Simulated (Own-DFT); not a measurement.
# Point defects and the pressure they add: 4H SiC

The numbers are computed, not measured, by runs of the plane-wave DFT program Own-DFT (in-house, retired, unreviewed) at fixed positions, with no spin and no spin-orbit coupling.

Common settings: PBE; PseudoDojo norm-conserving scalar-relativistic files; cutoff 42 hartree; 4 x 4 x 3 k mesh centred on Gamma; Fermi-Dirac smearing of 0.1 eV.

Known weak points (not all hold for every row): not probed for a lower state with spin; forces on such cells failed a check on a denser k mesh; forces on such cells passed a denser k mesh, each cell not checked; stress not checked against mesh or cutoff.

All runs share one cell, with vectors in Å (9.248, 0.000, 0.000); (-4.624, 8.009, 0.000); (0.000, 0.000, 10.068) and a volume of 745.7 Å³. u is the rms random offset of the atoms per axis. The defect's site can differ from row to row.

```
                                     cell     formula   u (Å)  P (GPa)
                                no defect     C36Si36  0.0290     3.70
                                no defect     C36Si36  0.0315     3.87
                                no defect     C36Si36  0.0597     6.25
one Al on a Si site and one N on a C site  AlC35NSi35  0.0465     5.16
one Al on a Si site and one N on a C site  AlC35NSi35  0.0475     5.31
one Al on a Si site and one N on a C site  AlC35NSi35  0.0492     5.20
one C on a Si site and one Si on a C site     C36Si36  0.0304     7.45
one C on a Si site and one Si on a C site     C36Si36  0.0458     8.62
one C on a Si site and one Si on a C site     C36Si36  0.0495     8.88
                 two Al on a Si site each  Al2C36Si34  0.0286     5.73
                 two Al on a Si site each  Al2C36Si34  0.0491     6.97
                 two Al on a Si site each  Al2C36Si34  0.0513     7.58
                            one C vacancy     C35Si36  0.0288        ?
                            one C vacancy     C35Si36  0.0291     3.44
                            one C vacancy     C35Si36  0.0481     4.65
                            one C vacancy     C35Si36  0.0495     4.62
```

## Worked fit

P = P0 + c u² + a shift for each defect gives P0 = 2.98 GPa, c = 904 ± 44 GPa/Å² and a scatter of 0.14 GPa. The shifts, and each times the cell's volume:

- one C on a Si site and one Si on a C site: 3.69 ± 0.11 GPa, 17.2 eV
- two Al on a Si site each: 2.01 ± 0.11 GPa, 9.4 eV (4.7 eV for each of its 2 sites)
- one Al on a Si site and one N on a C site: 0.18 ± 0.11 GPa, 0.9 eV (not resolved)
- one C vacancy: -0.44 ± 0.11 GPa, -2.0 eV

Against the defect-free cell, a freed cell would be larger where the shift is positive and smaller where it is negative (160.2 GPa Å³ is 1 eV). The atoms around the defects weren't relaxed, which would change these numbers.

## The run left out

Q: what pressure belongs in the blank (one C vacancy, u = 0.0288 Å)?

Estimate: 3.29 ± 0.16 GPa. The calculation gave 3.47 GPa.
